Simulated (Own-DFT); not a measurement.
# Point defects and the pressure they add: monoclinic HfO2

Everything here is calculated. The program is Own-DFT (plane waves, in-house, since retired, never reviewed by a person); positions were held fixed, and spin and spin-orbit coupling were off.

All runs used: PBE; PseudoDojo norm-conserving scalar-relativistic files; cutoff 72 hartree; 2 x 2 x 2 k mesh centred on Gamma; Fermi-Dirac smearing of 0.1 eV.

Caveats (not all hold for every row): not probed for a lower state with spin; hafnium file: forces about 75 meV/angstrom off all-electron values; oxygen file: force components 24 meV/angstrom off all-electron in a glass; forces on such cells passed a denser k mesh, each cell not checked; stress not checked against mesh or cutoff.

All runs share one cell, with vectors in Å (10.234, 0.000, 0.000); (0.000, 10.350, 0.000); (-1.696, 0.000, 10.445) and a volume of 1106.4 Å³. Atoms were moved at random from their sites; u is the rms move along one axis. The defect's site can differ from row to row.

```
cell,formula,u (Å),P (GPa)
no defect,Hf32O64,0.0200,3.89
no defect,Hf32O64,0.0489,5.87
no defect,Hf32O64,0.0500,5.01
two O vacancies,Hf32O62,0.0312,3.68
two O vacancies,Hf32O62,0.0467,4.91
two O vacancies,Hf32O62,0.0521,5.37
two Al on a Hf site each and one O vacancy,Al2Hf30O63,0.0282,1.53
two Al on a Hf site each and one O vacancy,Al2Hf30O63,0.0291,2.04
two Al on a Hf site each and one O vacancy,Al2Hf30O63,0.0505,3.46
one Si on a Hf site,Hf31O64Si,0.0281,2.39
one Si on a Hf site,Hf31O64Si,0.0313,2.68
one Si on a Hf site,Hf31O64Si,0.0492,4.65
one Si on a Hf site,Hf31O64Si,0.0493,?
```

## Worked fit

P = P0 + c u² + a shift for each defect gives P0 = 3.20 GPa, c = 975 ± 132 GPa/Å² and a scatter of 0.37 GPa. The shifts, and each times the cell's volume:

- two O vacancies: -0.45 ± 0.31 GPa, -3.1 eV (-1.6 eV for each of its 2 sites) (not resolved)
- one Si on a Hf site: -1.32 ± 0.31 GPa, -9.1 eV
- two Al on a Hf site each and one O vacancy: -2.22 ± 0.31 GPa, -15.3 eV

Against the defect-free cell, a freed cell would be larger where the shift is positive and smaller where it is negative (160.2 GPa Å³ is 1 eV). The atoms around the defects weren't relaxed, which would change these numbers.

## Prediction

Question: what pressure belongs in the blank (one Si on a Hf site, u = 0.0493 Å)?

The fit gives 4.25 ± 0.45 GPa. The hidden result is 4.30 GPa.
